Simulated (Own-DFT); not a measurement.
# One host, several defects: C40 NbSi2

The numbers are computed, not measured, by runs of the plane-wave DFT program Own-DFT (in-house, retired, unreviewed) at fixed positions, with no spin and no spin-orbit coupling.

All runs used: PBE; PseudoDojo norm-conserving scalar-relativistic files; cutoff 42 hartree; 4 x 4 x 5 k mesh centred on Gamma; cold (Marzari-Vanderbilt) smearing of 0.2 eV.

Known weak points: forces on such cells failed a check on a denser k mesh; stress not checked against mesh or cutoff.

All runs share one cell, with vectors in Å (0.000, 8.324, 0.000); (-9.613, 0.000, 0.000); (0.000, 0.000, 6.586) and a volume of 527.0 Å³. Atoms were moved at random from their sites; u is the rms move along one axis. The defect's site can differ from row to row.

| cell | formula | u (Å) | P (GPa) |
|---|---|---|---|
| no defect | Nb12Si24 | 0.0181 | 1.45 |
| no defect | Nb12Si24 | 0.0203 | 1.49 |
| no defect | Nb12Si24 | 0.0523 | 2.56 |
| two Nb on a Si site each | Nb14Si22 | 0.0321 | 7.54 |
| two Nb on a Si site each | Nb14Si22 | 0.0545 | 8.80 |
| two Nb on a Si site each | Nb14Si22 | 0.0572 | 9.32 |
| two Nb vacancies | Nb10Si24 | 0.0302 | 0.08 |
| two Nb vacancies | Nb10Si24 | 0.0436 | 0.30 |
| two Nb vacancies | Nb10Si24 | 0.0535 | 0.78 |
| one Si vacancy | Nb12Si23 | 0.0307 | 0.96 |
| one Si vacancy | Nb12Si23 | 0.0308 | 1.22 |
| one Si vacancy | Nb12Si23 | 0.0472 | 1.91 |
| two Si on a Nb site each | Nb10Si26 | 0.0300 | 1.58 |
| two Si on a Nb site each | Nb10Si26 | 0.0301 | ? |
| two Si on a Nb site each | Nb10Si26 | 0.0484 | 2.73 |
| two Si on a Nb site each | Nb10Si26 | 0.0563 | 2.91 |

## Fit

P = P0 + c u² + a shift for each defect gives P0 = 1.18 GPa, c = 561 ± 58 GPa/Å² and a scatter of 0.20 GPa. The shifts, and each times the cell's volume:

- two Nb on a Si site each: 6.01 ± 0.18 GPa, 19.8 eV (9.9 eV for each of its 2 sites)
- two Si on a Nb site each: 0.03 ± 0.18 GPa, 0.1 eV (0.0 eV for each of its 2 sites) (not resolved)
- one Si vacancy: -0.59 ± 0.17 GPa, -1.9 eV
- two Nb vacancies: -1.86 ± 0.17 GPa, -6.1 eV (-3.1 eV for each of its 2 sites)

Against the defect-free cell, a freed cell would be larger where the shift is positive and smaller where it is negative (160.2 GPa Å³ is 1 eV). The atoms around the defects weren't relaxed, which would change these numbers.

## Test on the hidden row

Question: what pressure belongs in the blank (two Si on a Nb site each, u = 0.0301 Å)?

From the fit: 1.72 ± 0.25 GPa. The hidden result is 1.59 GPa.
